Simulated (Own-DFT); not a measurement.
# What a defect does to the pressure of its cell: C11b WSi2

Everything here is calculated. The program is Own-DFT (plane waves, in-house, since retired, never reviewed by a person); positions were held fixed, and spin and spin-orbit coupling were off.

Method: PBE; PseudoDojo norm-conserving scalar-relativistic files; cutoff 50 hartree; 5 x 5 x 5 k mesh centred on Gamma; cold (Marzari-Vanderbilt) smearing of 0.2 eV.

Keep in mind: forces on such cells failed a check on a denser k mesh; stress not checked against mesh or cutoff.

All runs share one cell, with vectors in Å (-2.148, -5.953, 3.409); (-6.444, 2.976, 1.136); (-2.553, -2.948, -6.757) and a volume of 403.2 Å³. u is the rms random offset of the atoms per axis. The defect's site can differ from row to row.

| cell | formula | u (Å) | P (GPa) |
|---|---|---|---|
| no defect | Si20W10 | 0.0178 | 4.31 |
| no defect | Si20W10 | 0.0206 | 4.44 |
| no defect | Si20W10 | 0.0468 | 5.62 |
| one Si vacancy | Si19W10 | 0.0262 | 3.46 |
| one Si vacancy | Si19W10 | 0.0333 | 3.16 |
| one Si vacancy | Si19W10 | 0.0492 | 4.83 |
| one W vacancy | Si20W9 | 0.0280 | 3.66 |
| one W vacancy | Si20W9 | 0.0352 | 3.64 |
| one W vacancy | Si20W9 | 0.0478 | 4.58 |
| one W vacancy | Si20W9 | 0.0479 | ? |
| one W on a Si site | Si19W11 | 0.0258 | 9.41 |
| one W on a Si site | Si19W11 | 0.0494 | 11.01 |
| one W on a Si site | Si19W11 | 0.0520 | 11.39 |
| one Si on a W site | Si21W9 | 0.0298 | 6.43 |
| one Si on a W site | Si21W9 | 0.0315 | 6.63 |
| one Si on a W site | Si21W9 | 0.0437 | 6.80 |

## Worked fit

P = P0 + c u² + a shift for each defect gives P0 = 4.03 GPa, c = 776 ± 91 GPa/Å² and a scatter of 0.26 GPa. The shifts, and each times the cell's volume:

- one W on a Si site: 5.07 ± 0.23 GPa, 12.8 eV
- one Si on a W site: 1.61 ± 0.21 GPa, 4.0 eV
- one W vacancy: -1.18 ± 0.22 GPa, -3.0 eV
- one Si vacancy: -1.31 ± 0.22 GPa, -3.3 eV

Against the defect-free cell, a freed cell would be larger where the shift is positive and smaller where it is negative (160.2 GPa Å³ is 1 eV). The atoms around the defects weren't relaxed, which would change these numbers.

## The run left out

Question: what pressure belongs in the blank (one W vacancy, u = 0.0479 Å)?

The fitted form gives 4.63 ± 0.31 GPa. The calculation gave 5.05 GPa.
